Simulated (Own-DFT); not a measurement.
Simulation results for Si$_{3}$N$_{4}$ (beta silicon nitride, strained, atoms displaced)

All values are calculated (Own-DFT development build). A calculation, not a measurement: plane-wave PBE density functional theory by an unreviewed code, no spin, of a simulated periodic cell, stress positive in tension, free energy of the whole cell less one offset for each atom, forces on such cells passed a denser k mesh, this cell's mesh not checked; offsets are fitted by least squares, one for each functional and potential file, so energies compare only between cells with the same atoms and settings and are not formation energies; the far tail of each file's local potential was reset to the Coulomb form; each entry is a single point on an unrelaxed cell, so the pressure reflects the starting lattice, mostly measured values (interpolated for alloys), from which strain is counted, and rises with the displacements; printed positions are rounded, which can move forces by about a meV/angstrom; the program, named Own-DFT, is a retired in-house code; no spin-orbit coupling; before rounding, a Quantum ESPRESSO 7.3.1 run of the same cell and cutoff gave forces within 1 meV/angstrom rms on each cell, which checks the program and not the settings.

Settings shared by all entries: functional PBE; potential files PseudoDojo norm-conserving, scalar-relativistic, standard set; wave cutoff 42 hartree; occupations Fermi-Dirac; smearing width 0.1 eV; k mesh 3 x 3 x 3 centred on Gamma.

(1) Si$_{3}$N$_{4}$ (beta silicon nitride, strained, atoms displaced)

```cif
# cell vector a (Å): 7.4682 -0.0795 0.1340
# cell vector b (Å): -3.8030 6.7029 0.0408
# cell vector c (Å): 0.1538 0.1429 8.6113
data_Si3N4
_symmetry_space_group_name_H-M 'P 1'
_symmetry_Int_Tables_number 1
_cell_length_a 7.4698
_cell_length_b 7.7067
_cell_length_c 8.6139
_cell_angle_alpha 89.375
_cell_angle_beta 87.959
_cell_angle_gamma 120.167
_cell_volume 428.21
loop_
_atom_site_label
_atom_site_type_symbol
_atom_site_fract_x
_atom_site_fract_y
_atom_site_fract_z
_atom_site_occupancy
Si1 Si 0.17381 0.77437 0.08744 1
Si2 Si 0.23964 0.39978 0.08878 1
Si3 Si 0.57691 0.82220 0.08354 1
Si4 Si 0.83756 0.23527 0.24891 1
Si5 Si 0.77508 0.59562 0.25657 1
Si6 Si 0.40502 0.17105 0.24809 1
N1 N 0.35120 0.03412 0.08481 1
N2 N 0.96575 0.29723 0.09155 1
N3 N 0.70457 0.67507 0.07629 1
N4 N 0.67602 0.97373 0.24672 1
N5 N 0.02355 0.69853 0.25176 1
N6 N 0.30448 0.33933 0.25125 1
N7 N 0.32314 0.65871 0.08000 1
N8 N 0.66373 0.32957 0.25111 1
Si7 Si 0.17657 0.77484 0.40682 1
Si8 Si 0.23426 0.41216 0.41308 1
Si9 Si 0.59045 0.81369 0.41960 1
Si10 Si 0.83296 0.24167 0.58465 1
Si11 Si 0.77260 0.60436 0.58199 1
Si12 Si 0.40296 0.17197 0.57550 1
N9 N 0.32744 0.01782 0.40947 1
N10 N 0.96295 0.30669 0.40705 1
N11 N 0.69657 0.67475 0.42114 1
N12 N 0.67450 0.97422 0.57623 1
N13 N 0.03981 0.69715 0.57690 1
N14 N 0.30724 0.33063 0.58387 1
N15 N 0.32937 0.66407 0.41441 1
N16 N 0.65711 0.33916 0.57567 1
Si13 Si 0.17953 0.76954 0.74957 1
Si14 Si 0.23934 0.41033 0.75245 1
Si15 Si 0.59001 0.81806 0.74964 1
Si16 Si 0.82232 0.23475 0.90962 1
Si17 Si 0.77932 0.60517 0.91716 1
Si18 Si 0.40714 0.18705 0.92279 1
N17 N 0.32203 0.02632 0.74728 1
N18 N 0.98572 0.30744 0.74749 1
N19 N 0.68501 0.66088 0.75447 1
N20 N 0.67050 0.98211 0.92607 1
N21 N 0.02963 0.68782 0.90593 1
N22 N 0.31482 0.34042 0.92587 1
N23 N 0.32485 0.65794 0.74893 1
N24 N 0.66885 0.33819 0.91948 1
```

Results for Si$_{3}$N$_{4}$ (beta silicon nitride, strained, atoms displaced): free energy of cell above offsets -2.323 eV; pressure 13.45 GPa; stress xx -18.73 GPa; stress yy -5.92 GPa; stress zz -15.69 GPa; stress yz 5.46 GPa; stress xz 7.22 GPa; stress xy -3.77 GPa.

Force:
| element | x (eV/Å) | y (eV/Å) | z (eV/Å) |
| --- | --- | --- | --- |
| Si | 0.882 | -0.829 | -3.021 |
| Si | -4.242 | 1.878 | -0.72 |
| Si | 3.076 | 1.606 | 1.355 |
| Si | -5.093 | -3.178 | 1.654 |
| Si | -4.483 | -2.633 | -2.069 |
| Si | 0.458 | 1.442 | 0.359 |
| N | -1.888 | -1.637 | -0.252 |
| N | 3.511 | 1.896 | -6.53 |
| N | -0.739 | 0.456 | 3.049 |
| N | -0.317 | -1.849 | 1.026 |
| N | 2.314 | 1.469 | -0.031 |
| N | 2.539 | -2.086 | 0.622 |
| N | -0.655 | -0.135 | 0.341 |
| N | 0.399 | 1.788 | 0.144 |
| Si | 1.099 | -2.327 | 1.266 |
| Si | -0.744 | -0.528 | 2.006 |
| Si | -1.938 | 4.572 | -1.551 |
| Si | -1.672 | -0.917 | -0.812 |
| Si | 0.481 | -1.752 | 1.064 |
| Si | -0.011 | -1.13 | 0.633 |
| N | -0.512 | 3.148 | 0.944 |
| N | 3.021 | 1.337 | 3.037 |
| N | 2.632 | -1.692 | -0.622 |
| N | 0.075 | -0.316 | 1.824 |
| N | -2.012 | -0.397 | 1.78 |
| N | -1.882 | 0.7 | -1.288 |
| N | -0.049 | 0.132 | -0.204 |
| N | 3.175 | 0.643 | 0.829 |
| Si | 0.17 | 0.717 | -2.878 |
| Si | 2.067 | -0.209 | -0.166 |
| Si | -0.815 | 2.937 | 0.693 |
| Si | 0.877 | 0.42 | 2.975 |
| Si | -1.766 | -2.607 | -0.586 |
| Si | 2.494 | -2.516 | -2.547 |
| N | 0.085 | 1.299 | 1.142 |
| N | -2.867 | -1.564 | -0.477 |
| N | 1.542 | 0.169 | -0.693 |
| N | 0.041 | -2.253 | -3.328 |
| N | 0.619 | 1.138 | 4.164 |
| N | -1.526 | 0.134 | -2.443 |
| N | 1.663 | 1.502 | 0.019 |
| N | -0.008 | 1.175 | -0.709 |

(2) Si$_{3}$N$_{4}$ (beta silicon nitride, strained, atoms displaced)

```cif
# cell vector a (Å): 7.5027 -0.1365 -0.0035
# cell vector b (Å): -3.8696 6.7702 0.0940
# cell vector c (Å): -0.0040 0.1222 8.7433
data_Si3N4
_symmetry_space_group_name_H-M 'P 1'
_symmetry_Int_Tables_number 1
_cell_length_a 7.5039
_cell_length_b 7.7986
_cell_length_c 8.7442
_cell_angle_alpha 88.601
_cell_angle_beta 90.067
_cell_angle_gamma 120.791
_cell_volume 439.41
loop_
_atom_site_label
_atom_site_type_symbol
_atom_site_fract_x
_atom_site_fract_y
_atom_site_fract_z
_atom_site_occupancy
Si1 Si 0.16706 0.76491 0.08212 1
Si2 Si 0.22803 0.41177 0.07966 1
Si3 Si 0.58342 0.82106 0.09496 1
Si4 Si 0.84149 0.23840 0.25825 1
Si5 Si 0.76565 0.59016 0.24728 1
Si6 Si 0.41860 0.17935 0.25526 1
N1 N 0.32886 0.01792 0.08247 1
N2 N 0.96294 0.31029 0.08787 1
N3 N 0.69691 0.66919 0.08106 1
N4 N 0.67827 0.97626 0.25298 1
N5 N 0.03674 0.70986 0.25243 1
N6 N 0.31211 0.33615 0.25538 1
N7 N 0.32385 0.66305 0.07624 1
N8 N 0.66445 0.32669 0.24994 1
Si7 Si 0.17934 0.76296 0.42135 1
Si8 Si 0.23088 0.39248 0.42757 1
Si9 Si 0.60011 0.83342 0.42276 1
Si10 Si 0.81889 0.23910 0.58628 1
Si11 Si 0.77102 0.59871 0.57342 1
Si12 Si 0.40031 0.17485 0.57197 1
N9 N 0.32280 0.03798 0.42025 1
N10 N 0.96892 0.30121 0.42787 1
N11 N 0.68890 0.66037 0.40923 1
N12 N 0.67077 0.96079 0.59080 1
N13 N 0.03174 0.70126 0.57891 1
N14 N 0.29596 0.33108 0.57941 1
N15 N 0.33041 0.66575 0.41364 1
N16 N 0.67497 0.33727 0.58953 1
Si13 Si 0.17937 0.77121 0.75099 1
Si14 Si 0.21998 0.40141 0.74809 1
Si15 Si 0.58791 0.82099 0.74595 1
Si16 Si 0.81540 0.21538 0.92153 1
Si17 Si 0.76014 0.58752 0.90778 1
Si18 Si 0.39722 0.16878 0.92369 1
N17 N 0.32855 0.03038 0.74264 1
N18 N 0.97469 0.29054 0.75478 1
N19 N 0.69988 0.66195 0.74903 1
N20 N 0.65729 0.97466 0.91334 1
N21 N 0.02507 0.70096 0.91041 1
N22 N 0.29239 0.32739 0.92177 1
N23 N 0.33456 0.67265 0.74947 1
N24 N 0.66977 0.32451 0.92101 1
```

The calculation gives: free energy of cell above offsets -3.447 eV; pressure 6.77 GPa; stress xx -13.75 GPa; stress yy -0.1 GPa; stress zz -6.46 GPa; stress yz 6.04 GPa; stress xz 0.18 GPa; stress xy -7.1 GPa.

Force:
| element | x (eV/Å) | y (eV/Å) | z (eV/Å) |
| --- | --- | --- | --- |
| Si | -0.169 | -0.044 | -0.706 |
| Si | 1.307 | -0.755 | 1.813 |
| Si | 1.354 | 0.995 | -2.34 |
| Si | -2.406 | -0.914 | -0.511 |
| Si | 0.035 | -0.217 | -0.446 |
| Si | -3.811 | -2.506 | -1.935 |
| N | -0.315 | 1.619 | 1.651 |
| N | 1.504 | -0.205 | -0.928 |
| N | -0.115 | -0.054 | -0.31 |
| N | 0.029 | -0.232 | 0.479 |
| N | -0.953 | -1.134 | 0.493 |
| N | -1.409 | -0.051 | -0.863 |
| N | 0.213 | 0.148 | 0.606 |
| N | 3.364 | 3.005 | 0.488 |
| Si | -1.201 | 1.812 | -1.704 |
| Si | -1.78 | 3.59 | -5.99 |
| Si | 0.003 | -1.638 | -0.949 |
| Si | 2.852 | -2.616 | 1.952 |
| Si | -0.413 | -0.953 | 1.71 |
| Si | 0.655 | 0.974 | 4.053 |
| N | 0.702 | -2.725 | -1.648 |
| N | 0.352 | -0.003 | -1.303 |
| N | -0.103 | 0.758 | 0.911 |
| N | 0.145 | 3.356 | -2.866 |
| N | 0.268 | -0.017 | 1.637 |
| N | 2.609 | -1.142 | 4.903 |
| N | 2.182 | -0.854 | 0.392 |
| N | -3.814 | 0.936 | -0.819 |
| Si | -1.271 | 0.758 | -0.979 |
| Si | 4.279 | 2.428 | 0.829 |
| Si | 2.296 | 0.043 | 3.586 |
| Si | 0.522 | 2.619 | -0.153 |
| Si | 0.772 | -1.447 | 2.881 |
| Si | 0.708 | 0.282 | -2.265 |
| N | -0.459 | 0.722 | 1.093 |
| N | -4.742 | -1.724 | -0.685 |
| N | -2.24 | 1.151 | -2.644 |
| N | 0.81 | -4.075 | 0.866 |
| N | 0.72 | 0.137 | 1.316 |
| N | 0.59 | -0.166 | -1.117 |
| N | -0.597 | -3.381 | -0.149 |
| N | -2.475 | 1.519 | -0.348 |

(3) Si$_{3}$N$_{4}$ (beta silicon nitride, strained, atoms displaced)

```cif
# cell vector a (Å): 7.4946 -0.0240 0.0308
# cell vector b (Å): -3.7681 6.5506 0.0042
# cell vector c (Å): 0.0353 0.0259 8.7855
data_Si3N4
_symmetry_space_group_name_H-M 'P 1'
_symmetry_Int_Tables_number 1
_cell_length_a 7.4947
_cell_length_b 7.5570
_cell_length_c 8.7856
_cell_angle_alpha 89.937
_cell_angle_beta 89.535
_cell_angle_gamma 120.092
_cell_volume 430.51
loop_
_atom_site_label
_atom_site_type_symbol
_atom_site_fract_x
_atom_site_fract_y
_atom_site_fract_z
_atom_site_occupancy
Si1 Si 0.17046 0.77719 0.08556 1
Si2 Si 0.21998 0.38262 0.08448 1
Si3 Si 0.60587 0.83615 0.08834 1
Si4 Si 0.82292 0.21804 0.24853 1
Si5 Si 0.77676 0.60463 0.24607 1
Si6 Si 0.39617 0.17471 0.23833 1
N1 N 0.33524 0.03195 0.09051 1
N2 N 0.96706 0.30210 0.08516 1
N3 N 0.72187 0.66956 0.08119 1
N4 N 0.66171 0.94833 0.24584 1
N5 N 0.03147 0.70974 0.25585 1
N6 N 0.29675 0.33734 0.25300 1
N7 N 0.32404 0.66885 0.08981 1
N8 N 0.67303 0.33515 0.25527 1
Si7 Si 0.18778 0.77677 0.42562 1
Si8 Si 0.23379 0.40402 0.41508 1
Si9 Si 0.59913 0.82158 0.41501 1
Si10 Si 0.83829 0.24267 0.58697 1
Si11 Si 0.76582 0.58205 0.57659 1
Si12 Si 0.40105 0.17565 0.58261 1
N9 N 0.33583 0.02359 0.42204 1
N10 N 0.96997 0.30269 0.42374 1
N11 N 0.69296 0.67660 0.42065 1
N12 N 0.66594 0.96823 0.57926 1
N13 N 0.03132 0.69697 0.58698 1
N14 N 0.29554 0.32396 0.58592 1
N15 N 0.33967 0.67497 0.42459 1
N16 N 0.66894 0.32857 0.57686 1
Si13 Si 0.18386 0.77808 0.75398 1
Si14 Si 0.22993 0.40676 0.74508 1
Si15 Si 0.60030 0.83184 0.74736 1
Si16 Si 0.82670 0.23749 0.91730 1
Si17 Si 0.76272 0.59015 0.91047 1
Si18 Si 0.39808 0.16874 0.90712 1
N17 N 0.33982 0.03439 0.75201 1
N18 N 0.96299 0.29446 0.75374 1
N19 N 0.70869 0.67918 0.74875 1
N20 N 0.68014 0.98343 0.92569 1
N21 N 0.02722 0.69560 0.92065 1
N22 N 0.29837 0.32976 0.91602 1
N23 N 0.32998 0.68137 0.73959 1
N24 N 0.67335 0.33320 0.91031 1
```

The calculation gives: free energy of cell above offsets -2.499 eV; pressure 12.35 GPa; stress xx -16.34 GPa; stress yy -11.2 GPa; stress zz -9.51 GPa; stress yz -1.27 GPa; stress xz 2.05 GPa; stress xy 2.2 GPa.

Force:
| element | x (eV/Å) | y (eV/Å) | z (eV/Å) |
| --- | --- | --- | --- |
| Si | 0.69 | -2.532 | 0.562 |
| Si | -1.218 | 5.089 | -0.548 |
| Si | -1.071 | -5.182 | -4.573 |
| Si | -1.248 | 1.016 | 1.692 |
| Si | 0.071 | -2.106 | 2.403 |
| Si | 2.795 | 1.716 | 5.386 |
| N | -0.759 | 0.315 | -4.391 |
| N | -0.065 | -0.968 | -0.135 |
| N | -4.082 | 1.741 | -0.797 |
| N | 0.789 | 5.167 | 3.796 |
| N | 1.514 | 1.007 | 0.792 |
| N | 1.878 | -1.888 | -1.22 |
| N | 2.872 | -1.093 | -0.712 |
| N | -1.582 | -0.674 | -0.655 |
| Si | -2.151 | -2.841 | -1.256 |
| Si | -1.712 | 2.471 | 1.935 |
| Si | -3.698 | 2.574 | 1.562 |
| Si | -1.575 | -3.066 | -0.299 |
| Si | -0.577 | 2.532 | 0.955 |
| Si | 2.604 | -1.263 | -0.663 |
| N | -0.846 | 4.238 | -1.344 |
| N | 1.188 | -0.264 | -2.724 |
| N | 5.438 | -4.075 | -0.979 |
| N | 0.77 | 1.892 | 0.548 |
| N | -0.134 | 0.32 | 0.296 |
| N | -0.74 | 0.831 | -0.871 |
| N | 0.694 | -3.012 | -0.493 |
| N | -1.619 | 0.136 | 0.543 |
| Si | -4.206 | -1.261 | 0.029 |
| Si | -0.868 | 1.747 | 1.508 |
| Si | -0.65 | 0.636 | 0.643 |
| Si | 0.951 | -0.066 | 0.981 |
| Si | 1.188 | 0.382 | 0.469 |
| Si | 1.988 | 1.917 | 3.472 |
| N | -0.683 | -0.263 | -1.807 |
| N | 2.113 | 1.114 | -0.554 |
| N | -0.199 | -1.018 | -0.689 |
| N | -0.044 | -2.81 | -1.69 |
| N | 0.788 | 1.17 | -1.143 |
| N | 0.075 | -0.238 | -0.805 |
| N | 5.003 | -3.357 | 0.836 |
| N | -3.677 | -0.037 | -0.06 |

(4) Si$_{3}$N$_{4}$ (beta silicon nitride, strained, atoms displaced)

```cif
# cell vector a (Å): 7.7502 -0.0971 -0.1090
# cell vector b (Å): -3.9593 6.6021 -0.0700
# cell vector c (Å): -0.1250 -0.1649 8.7377
data_Si3N4
_symmetry_space_group_name_H-M 'P 1'
_symmetry_Int_Tables_number 1
_cell_length_a 7.7516
_cell_length_b 7.6986
_cell_length_c 8.7401
_cell_angle_alpha 91.026
_cell_angle_beta 91.611
_cell_angle_gamma 121.655
_cell_volume 443.48
loop_
_atom_site_label
_atom_site_type_symbol
_atom_site_fract_x
_atom_site_fract_y
_atom_site_fract_z
_atom_site_occupancy
Si1 Si 0.17237 0.77602 0.07849 1
Si2 Si 0.24051 0.41182 0.08613 1
Si3 Si 0.60934 0.84349 0.07491 1
Si4 Si 0.83800 0.23858 0.25503 1
Si5 Si 0.77552 0.59553 0.24222 1
Si6 Si 0.40051 0.17460 0.26203 1
N1 N 0.32766 0.02346 0.08729 1
N2 N 0.96837 0.28980 0.08630 1
N3 N 0.68851 0.65994 0.06804 1
N4 N 0.66821 0.97014 0.25204 1
N5 N 0.03613 0.70089 0.24044 1
N6 N 0.30535 0.33791 0.25673 1
N7 N 0.32575 0.66821 0.08147 1
N8 N 0.67657 0.32644 0.25826 1
Si7 Si 0.18431 0.77068 0.41319 1
Si8 Si 0.23665 0.40051 0.42509 1
Si9 Si 0.60151 0.82691 0.42515 1
Si10 Si 0.82494 0.22750 0.58222 1
Si11 Si 0.76607 0.59440 0.58401 1
Si12 Si 0.40411 0.17172 0.59031 1
N9 N 0.33302 0.02718 0.41360 1
N10 N 0.97777 0.29732 0.40679 1
N11 N 0.69402 0.67162 0.41863 1
N12 N 0.66508 0.95560 0.58709 1
N13 N 0.02886 0.69119 0.57787 1
N14 N 0.30105 0.32520 0.58685 1
N15 N 0.33890 0.67381 0.41282 1
N16 N 0.67286 0.34016 0.58162 1
Si13 Si 0.17649 0.75556 0.74664 1
Si14 Si 0.21279 0.39466 0.74228 1
Si15 Si 0.59872 0.82646 0.76012 1
Si16 Si 0.82655 0.21686 0.91446 1
Si17 Si 0.78278 0.60449 0.92363 1
Si18 Si 0.40387 0.17733 0.92435 1
N17 N 0.33470 0.04052 0.75514 1
N18 N 0.96886 0.29638 0.74192 1
N19 N 0.69676 0.66097 0.75718 1
N20 N 0.67617 0.97631 0.92376 1
N21 N 0.03251 0.69467 0.90506 1
N22 N 0.29613 0.32144 0.90996 1
N23 N 0.32041 0.65906 0.74341 1
N24 N 0.65460 0.32695 0.92287 1
```

Results for Si$_{3}$N$_{4}$ (beta silicon nitride, strained, atoms displaced): free energy of cell above offsets -2.666 eV; pressure 4.53 GPa; stress xx 0.07 GPa; stress yy -6.8 GPa; stress zz -6.85 GPa; stress yz -4.44 GPa; stress xz -4.06 GPa; stress xy -3.92 GPa.

Force:
| element | x (eV/Å) | y (eV/Å) | z (eV/Å) |
| --- | --- | --- | --- |
| Si | 1.947 | -2.718 | -0.133 |
| Si | -0.878 | -0.348 | -1.065 |
| Si | -1.7 | -4.554 | 5.26 |
| Si | -2.34 | -2.133 | -3.908 |
| Si | -1.115 | -1.004 | 1.26 |
| Si | 1.828 | 1.092 | -2.596 |
| N | -0.438 | 3.618 | -0.053 |
| N | 1.047 | 0.652 | -0.623 |
| N | -0.686 | 1.775 | 3.853 |
| N | 0.835 | 0.099 | 0.396 |
| N | -1.215 | -0.227 | 0.791 |
| N | 1.237 | -0.985 | -0.531 |
| N | 1.78 | 1.026 | -0.638 |
| N | -2.702 | 1.749 | -0.316 |
| Si | -0.726 | -1.913 | 0.322 |
| Si | -0.866 | 2.375 | -1.673 |
| Si | -1.282 | -1.181 | -4.569 |
| Si | -1.839 | 0.144 | -2.752 |
| Si | 0.42 | 0.919 | -0.081 |
| Si | 1.065 | 0.54 | -0.3 |
| N | -0.485 | 0.923 | 2.319 |
| N | 1.24 | 0.38 | 5.953 |
| N | 2.347 | -1.016 | -1.053 |
| N | 0.134 | 3.496 | 3.022 |
| N | 0.211 | 0.63 | -0.619 |
| N | -0.413 | -0.124 | -0.043 |
| N | 0.273 | -1.873 | 0.667 |
| N | 0.119 | -2.494 | 0.294 |
| Si | -2.431 | 2.805 | -0.652 |
| Si | 4.449 | 1.284 | 2.159 |
| Si | -0.305 | -2.958 | -2.472 |
| Si | -1.852 | 6.519 | 0.751 |
| Si | -0.138 | -3.572 | -3.387 |
| Si | -0.41 | -0.512 | 0.178 |
| N | 0.258 | -3.429 | -1.058 |
| N | -2.056 | -1.371 | 2.581 |
| N | -0.864 | 1.618 | -1.06 |
| N | -0.26 | -2.448 | -3.189 |
| N | 0.017 | 0.318 | 1.235 |
| N | -2.269 | 1.098 | 1.346 |
| N | 3.865 | -0.012 | 0.507 |
| N | 4.197 | 1.81 | -0.123 |

(5) Si$_{3}$N$_{4}$ (beta silicon nitride, strained, atoms displaced)

```cif
# cell vector a (Å): 7.6335 0.0878 -0.0619
# cell vector b (Å): -3.7407 6.5847 -0.0316
# cell vector c (Å): -0.0711 -0.0828 8.6446
data_Si3N4
_symmetry_space_group_name_H-M 'P 1'
_symmetry_Int_Tables_number 1
_cell_length_a 7.6343
_cell_length_b 7.5731
_cell_length_c 8.6453
_cell_angle_alpha 90.483
_cell_angle_beta 90.942
_cell_angle_gamma 118.938
_cell_volume 437.29
loop_
_atom_site_label
_atom_site_type_symbol
_atom_site_fract_x
_atom_site_fract_y
_atom_site_fract_z
_atom_site_occupancy
Si1 Si 0.17230 0.76559 0.08695 1
Si2 Si 0.23073 0.41035 0.08084 1
Si3 Si 0.59829 0.83262 0.09641 1
Si4 Si 0.81704 0.22515 0.24823 1
Si5 Si 0.77819 0.61344 0.25265 1
Si6 Si 0.39182 0.17146 0.25269 1
N1 N 0.33525 0.02982 0.08694 1
N2 N 0.95004 0.28052 0.07947 1
N3 N 0.69288 0.64432 0.08045 1
N4 N 0.66302 0.96610 0.24474 1
N5 N 0.03213 0.70364 0.25710 1
N6 N 0.30566 0.33292 0.26331 1
N7 N 0.34075 0.66706 0.09217 1
N8 N 0.66734 0.33882 0.24662 1
Si7 Si 0.17477 0.76911 0.41331 1
Si8 Si 0.23787 0.40619 0.41318 1
Si9 Si 0.58841 0.82415 0.40977 1
Si10 Si 0.83383 0.23187 0.58497 1
Si11 Si 0.77338 0.58833 0.58663 1
Si12 Si 0.40599 0.18894 0.58034 1
N9 N 0.33020 0.03207 0.41903 1
N10 N 0.96125 0.30871 0.42093 1
N11 N 0.70245 0.66232 0.42059 1
N12 N 0.66698 0.96745 0.57749 1
N13 N 0.02969 0.69564 0.58651 1
N14 N 0.31249 0.33981 0.58559 1
N15 N 0.33424 0.66600 0.41163 1
N16 N 0.66872 0.34783 0.58801 1
Si13 Si 0.17994 0.76709 0.74191 1
Si14 Si 0.23468 0.41030 0.74873 1
Si15 Si 0.59944 0.82398 0.75265 1
Si16 Si 0.81887 0.22680 0.91337 1
Si17 Si 0.77802 0.59627 0.92222 1
Si18 Si 0.39705 0.16430 0.90700 1
N17 N 0.33931 0.03580 0.75183 1
N18 N 0.96857 0.30461 0.74868 1
N19 N 0.68203 0.65600 0.75146 1
N20 N 0.66458 0.96968 0.92057 1
N21 N 0.04694 0.71107 0.91821 1
N22 N 0.30433 0.33367 0.91143 1
N23 N 0.32499 0.64722 0.75610 1
N24 N 0.67813 0.33408 0.91726 1
```

The calculation gives: free energy of cell above offsets -2.181 eV; pressure 9.54 GPa; stress xx -3.76 GPa; stress yy -7.84 GPa; stress zz -17.01 GPa; stress yz -7.55 GPa; stress xz -2.07 GPa; stress xy 6.76 GPa.

Force:
| element | x (eV/Å) | y (eV/Å) | z (eV/Å) |
| --- | --- | --- | --- |
| Si | 1.539 | 1.369 | 0.651 |
| Si | -0.059 | -1.697 | 0.359 |
| Si | 0.434 | -4.582 | -7.647 |
| Si | -1.166 | 2.037 | 0.475 |
| Si | 1.015 | -4.365 | 0.112 |
| Si | 4.332 | 0.895 | -0.515 |
| N | -0.812 | -0.539 | -1.076 |
| N | 4.188 | 2.168 | 1.871 |
| N | -3.228 | 3.852 | 1.906 |
| N | 0.583 | 2.765 | 5.246 |
| N | -0.594 | 0.035 | -2.848 |
| N | -1.241 | 0.102 | -4.73 |
| N | -1.086 | 0.087 | -0.166 |
| N | -0.706 | -0.893 | 0.605 |
| Si | 0.908 | 0.558 | 2.988 |
| Si | -3.457 | 0.93 | 3.595 |
| Si | 1.162 | -0.938 | 1.842 |
| Si | -3.339 | -0.521 | -0.537 |
| Si | -1.52 | 2.766 | 0.508 |
| Si | 4.105 | -1.781 | 1.139 |
| N | -0.208 | -0.691 | 0.048 |
| N | 3.031 | 0.197 | -1.808 |
| N | -2.296 | 2.33 | -0.546 |
| N | 0.1 | 0.419 | 1.379 |
| N | 0.205 | 0.688 | -1.892 |
| N | -3.124 | 1.032 | -0.801 |
| N | -0.415 | 0.063 | 0.344 |
| N | 1.432 | -5.505 | -0.236 |
| Si | 0.803 | 0.566 | 2.737 |
| Si | -0.462 | -3.702 | 0.071 |
| Si | -2.014 | -0.231 | -0.641 |
| Si | 0.904 | -0.447 | -0.981 |
| Si | 0.9 | -1.459 | -2.974 |
| Si | 1.816 | 3.758 | 5.534 |
| N | -0.243 | -3.203 | -4.883 |
| N | 1.69 | -0.169 | 1.279 |
| N | 2.732 | 0.12 | 0.4 |
| N | 0.286 | -1.212 | -0.034 |
| N | -2.185 | -1.02 | -1.416 |
| N | -0.119 | -0.788 | 1.738 |
| N | -0.288 | 6.791 | -0.61 |
| N | -3.602 | 0.215 | -0.485 |

(6) Si$_{3}$N$_{4}$ (beta silicon nitride, strained, atoms displaced)

```cif
# cell vector a (Å): 7.7533 0.0326 0.0071
# cell vector b (Å): -3.8484 6.5069 -0.0809
# cell vector c (Å): 0.0082 -0.1024 8.5943
data_Si3N4
_symmetry_space_group_name_H-M 'P 1'
_symmetry_Int_Tables_number 1
_cell_length_a 7.7534
_cell_length_b 7.5602
_cell_length_c 8.5949
_cell_angle_alpha 91.229
_cell_angle_beta 89.896
_cell_angle_gamma 120.359
_cell_volume 434.60
loop_
_atom_site_label
_atom_site_type_symbol
_atom_site_fract_x
_atom_site_fract_y
_atom_site_fract_z
_atom_site_occupancy
Si1 Si 0.17606 0.76804 0.08488 1
Si2 Si 0.23826 0.40155 0.08046 1
Si3 Si 0.60427 0.83757 0.07479 1
Si4 Si 0.82661 0.23035 0.25278 1
Si5 Si 0.76602 0.59952 0.25172 1
Si6 Si 0.39372 0.16829 0.24903 1
N1 N 0.32662 0.04197 0.08027 1
N2 N 0.97911 0.30526 0.08984 1
N3 N 0.70439 0.66547 0.08207 1
N4 N 0.66791 0.96516 0.25000 1
N5 N 0.04564 0.71044 0.25222 1
N6 N 0.29870 0.33505 0.25050 1
N7 N 0.33016 0.66081 0.09169 1
N8 N 0.67885 0.33413 0.24661 1
Si7 Si 0.16770 0.75891 0.41357 1
Si8 Si 0.23782 0.40917 0.41396 1
Si9 Si 0.59604 0.82472 0.41190 1
Si10 Si 0.82315 0.22840 0.59398 1
Si11 Si 0.77826 0.60560 0.57591 1
Si12 Si 0.39033 0.16444 0.57417 1
N9 N 0.33412 0.03071 0.41613 1
N10 N 0.96952 0.31067 0.40408 1
N11 N 0.70472 0.66782 0.41816 1
N12 N 0.67921 0.97418 0.58905 1
N13 N 0.04350 0.71062 0.58167 1
N14 N 0.29790 0.32992 0.58735 1
N15 N 0.32515 0.66038 0.40662 1
N16 N 0.66408 0.32597 0.58222 1
Si13 Si 0.17645 0.77378 0.74736 1
Si14 Si 0.23221 0.40932 0.74900 1
Si15 Si 0.60165 0.83878 0.75136 1
Si16 Si 0.81623 0.23091 0.92018 1
Si17 Si 0.76663 0.58254 0.91926 1
Si18 Si 0.40198 0.16755 0.92490 1
N17 N 0.32956 0.03519 0.74362 1
N18 N 0.96967 0.30713 0.75649 1
N19 N 0.69808 0.67319 0.75120 1
N20 N 0.65263 0.96303 0.92274 1
N21 N 0.02175 0.69552 0.91592 1
N22 N 0.29580 0.32243 0.91049 1
N23 N 0.34378 0.67504 0.74437 1
N24 N 0.66289 0.32515 0.91522 1
```

The calculation gives: free energy of cell above offsets -2.850 eV; pressure 10.3 GPa; stress xx 2.03 GPa; stress yy -9.61 GPa; stress zz -23.33 GPa; stress yz -2.27 GPa; stress xz -0.93 GPa; stress xy 3.64 GPa.

Force:
| element | x (eV/Å) | y (eV/Å) | z (eV/Å) |
| --- | --- | --- | --- |
| Si | 0.487 | -0.873 | -1.084 |
| Si | -2.315 | 0.604 | -0.081 |
| Si | -0.572 | -5.875 | 4.945 |
| Si | -0.392 | 0.092 | -2.172 |
| Si | 3.441 | -1.714 | -1.618 |
| Si | 2.159 | 2.966 | 1.554 |
| N | 0.148 | -4.517 | 1.954 |
| N | -1.13 | -1.303 | -1.81 |
| N | -2.031 | 1.532 | 0.481 |
| N | 0.241 | 0.851 | -0.334 |
| N | -4.357 | -1.313 | -2.155 |
| N | 2.82 | -1.818 | -0.654 |
| N | 1.01 | 2.262 | -1.354 |
| N | -3.557 | -0.011 | -0.063 |
| Si | 2.669 | 1.321 | 1.379 |
| Si | -2.75 | -1.171 | 1.648 |
| Si | -1.453 | -0.849 | 1.564 |
| Si | -0.403 | 2.721 | -3.295 |
| Si | 1.197 | -2.735 | 4.02 |
| Si | 2.049 | 3.79 | 3.74 |
| N | -0.332 | -2.411 | -3.042 |
| N | 2.607 | 0.275 | 5.689 |
| N | -2.526 | 1.828 | -0.981 |
| N | -0.047 | -1.38 | -1.927 |
| N | -2.766 | -1.394 | -0.463 |
| N | -0.101 | -0.335 | -2.407 |
| N | 2.081 | 2.532 | 1.023 |
| N | -0.859 | 1.471 | -0.052 |
| Si | 1.214 | -0.579 | 1.499 |
| Si | -0.495 | 0.528 | 0.903 |
| Si | 0.089 | -3.612 | -0.722 |
| Si | 2.716 | 0.931 | 1.289 |
| Si | -0.749 | 1.371 | -2.111 |
| Si | 0.046 | 2.957 | -5.65 |
| N | 0.16 | -0.884 | 1.733 |
| N | 0.695 | -0.107 | 0.335 |
| N | 1.17 | -0.126 | -0.112 |
| N | 0.318 | 4.567 | -3.062 |
| N | 1.861 | 0.99 | -0.108 |
| N | 0.442 | 0.137 | 0.864 |
| N | -1.572 | -0.271 | 0.371 |
| N | -1.213 | -0.447 | 0.267 |
